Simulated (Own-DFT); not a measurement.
# Response to strain: C40 NbSi2, 36 atoms (Nb12Si24)

Calculated results; nothing here was measured. The program, named Own-DFT, is a retired in-house plane-wave density functional code that no person has reviewed. Each row is one single-point run on a periodic cell that was not relaxed, without spin or spin-orbit coupling.

Settings of every run: PBE; PseudoDojo norm-conserving scalar-relativistic files; cutoff 42 hartree; 4 x 4 x 5 k mesh centred on Gamma; cold (Marzari-Vanderbilt) smearing of 0.2 eV.

Known limits: forces on such cells failed a check on a denser k mesh; stress not checked against mesh or cutoff.

Unstrained cell vectors in Å: (0.000, 8.324, 0.000); (-9.613, 0.000, 0.000); (0.000, 0.000, 6.586). The unstrained cell was taken from the Materials Project. The random moves and any unrelaxed bonds add to the pressure at no strain. Each run strains this cell uniformly, with the atoms carried along. Every atom was also moved at random, by a Gaussian of width 0.05 Å on each axis. Strain is the symmetric tensor, in per cent. Stress is positive in tension, and the pressure is minus a third of its trace.

```
run,e_xx (%),e_yy (%),e_zz (%),e_yz (%),e_xz (%),e_xy (%),s_xx (GPa),s_yy (GPa),s_zz (GPa),s_yz (GPa),s_xz (GPa),s_xy (GPa),P (GPa),E (meV/atom)
1,-1.82,-1.20,0.16,1.73,1.83,-0.90,-10.61,-8.09,-6.33,5.12,6.44,-3.50,8.35,27.4
2,1.03,0.00,0.15,-1.39,-1.49,-1.36,1.15,-1.32,-2.80,-4.50,-4.06,-3.77,0.99,9.4
3,-1.87,0.96,0.67,1.84,-0.64,1.73,-9.00,0.11,-2.15,5.41,-2.64,5.95,3.68,21.4
4,1.90,-1.49,0.04,0.12,0.94,1.04,3.42,-7.16,-2.95,0.50,2.92,2.70,2.23,3.9
5,1.26,0.55,-1.00,0.50,1.94,0.44,1.25,-0.35,-7.86,1.46,6.05,1.94,2.32,17.1
6,-0.27,0.14,-1.30,0.55,-1.05,1.27,-4.58,-2.92,-10.06,2.32,-4.21,4.38,5.86,6.4
7,-0.78,0.19,1.49,1.58,-1.20,0.70,-4.59,-1.28,2.42,4.51,-3.38,2.02,1.15,9.9
8,0.17,-1.61,-1.90,1.79,1.30,1.10,-5.04,-11.03,-14.92,6.78,4.27,3.09,10.33,39.8
9,-1.38,1.80,-0.68,-1.56,1.76,-1.49,-7.02,2.45,-7.27,-5.08,5.50,-4.57,3.95,15.4
10,1.20,0.76,-1.79,1.29,-0.28,1.64,0.87,-0.38,-10.68,3.55,-1.42,4.88,3.39,9.1
11,-0.54,-0.04,-0.48,-1.05,0.61,-0.95,-4.68,-3.05,-6.71,-3.46,1.84,-3.14,4.81,0.0
12,-0.52,-1.27,0.40,-1.89,1.74,0.65,-5.31,-7.69,-3.86,-5.78,5.54,1.44,5.62,20.8
13,-1.77,-1.29,-1.63,1.76,-0.34,-0.45,-12.25,-9.73,-15.34,6.37,-0.68,-1.56,12.44,28.7
14,-1.84,-1.19,-0.90,-0.97,1.53,1.81,-12.10,-9.18,-10.42,-3.37,5.32,5.90,10.57,26.3
15,-1.27,-0.91,1.77,0.30,1.74,-0.51,-6.47,-4.60,1.55,1.32,5.31,-2.15,3.17,8.1
16,-0.20,-0.52,0.02,-0.61,1.96,-0.10,?,?,?,?,?,?,?,?
```

E is the free energy for each atom above the lowest run shown.

## Worked fit

Each stress component was fitted by least squares to a constant and the strains of the runs shown, as fractions, with shears doubled. Shear strains stay in the fit of a normal stress only where such slopes are resolved. The slopes, in GPa:

```
stress,at no strain,per e_xx,per e_yy,per e_zz,scatter
s_xx,-2.8,386 ± 8,80 ± 9,90 ± 9,0.35
s_yy,-2.5,67 ± 10,382 ± 11,93 ± 11,0.45
s_zz,-4.2,97 ± 11,86 ± 13,472 ± 12,0.51
```

Each shear stress against twice its own strain: yz 159 ± 5, xz 157 ± 5, xy 160 ± 5 GPa. These are stiffnesses along x, y and z of the frame in which the cell vectors are given, which need not be the crystal's axes. The atoms are held to the strained lattice; where symmetry lets them move under strain, relaxing them would lower some slopes. The table should be nearly symmetric about its diagonal, and what it lacks of that shows the noise. A ninth of its sum, 195 ± 6 GPa, estimates the bulk modulus near the mean pressure of these runs, 5.3 GPa, so it lies above the value at zero pressure.

## Withheld run

Question: what normal stresses and pressure should run 16 give?

The fit gives s_xx = -4.0, s_yy = -4.6, s_zz = -4.8 and P = 4.5 GPa. The calculation gave -3.53, -4.26, -4.00 and P = 3.93 GPa.
